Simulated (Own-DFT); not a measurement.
# What a defect does to the pressure of its cell: zincblende GaAs

No measurement is shown. These are fixed-geometry runs of a retired plane-wave code named Own-DFT, which no person has reviewed; spin and spin-orbit coupling are neglected.

All runs used: PBE; PseudoDojo norm-conserving scalar-relativistic files; cutoff 42 hartree; 3 x 3 x 3 k mesh centred on Gamma; Fermi-Dirac smearing of 0.1 eV.

Caveats (not all hold for every row): not probed for a lower state with spin; forces not confirmed at this smearing and k mesh; stress not checked against mesh or cutoff.

All runs share one cell, with vectors in Å (11.737, 0.000, 0.000); (0.000, 11.737, 0.000); (0.000, 0.000, 10.919) and a volume of 1504.3 Å³, strained against the parent crystal. u is the rms random offset of the atoms per axis. The defect's site can differ from row to row.

| cell | formula | u (Å) | P (GPa) |
|---|---|---|---|
| no defect | As32Ga32 | 0.0310 | 0.75 |
| no defect | As32Ga32 | 0.0474 | 1.03 |
| no defect | As32Ga32 | 0.0486 | 1.07 |
| one In on a Ga site | As32Ga31In | 0.0301 | 1.31 |
| one In on a Ga site | As32Ga31In | 0.0465 | 1.58 |
| one In on a Ga site | As32Ga31In | 0.0501 | 1.67 |
| one As vacancy and one Ga vacancy | As31Ga31 | 0.0297 | 0.46 |
| one As vacancy and one Ga vacancy | As31Ga31 | 0.0462 | 0.64 |
| one As vacancy and one Ga vacancy | As31Ga31 | 0.0526 | 0.90 |
| one Al on a Ga site | AlAs32Ga31 | 0.0292 | ? |
| one Al on a Ga site | AlAs32Ga31 | 0.0301 | 0.72 |
| one Al on a Ga site | AlAs32Ga31 | 0.0503 | 1.03 |
| one Al on a Ga site | AlAs32Ga31 | 0.0507 | 1.17 |
| one P on an As site | As31Ga32P | 0.0305 | 0.55 |
| one P on an As site | As31Ga32P | 0.0420 | 0.70 |
| one P on an As site | As31Ga32P | 0.0485 | 0.84 |

## What the rows give

P = P0 + c u² + a shift for each defect gives P0 = 0.54 GPa, c = 221 ± 17 GPa/Å² and a scatter of 0.05 GPa. The shifts, and each times the cell's volume:

- one In on a Ga site: 0.57 ± 0.04 GPa, 5.3 eV
- one Al on a Ga site: -0.01 ± 0.04 GPa, -0.1 eV (not resolved)
- one P on an As site: -0.22 ± 0.04 GPa, -2.1 eV
- one As vacancy and one Ga vacancy: -0.30 ± 0.04 GPa, -2.8 eV

A positive shift means that the defect pushes the cell outwards. Shift times volume (160.2 GPa Å³ is 1 eV) depends little on the cell's size, so, taken for each site, it can be compared between cells at like pressure. The atoms around the defects weren't relaxed, which would change these numbers.

## Check

Question: what pressure belongs in the blank (one Al on a Ga site, u = 0.0292 Å)?

From the fit: 0.72 ± 0.06 GPa. The run itself gave 0.72 GPa.
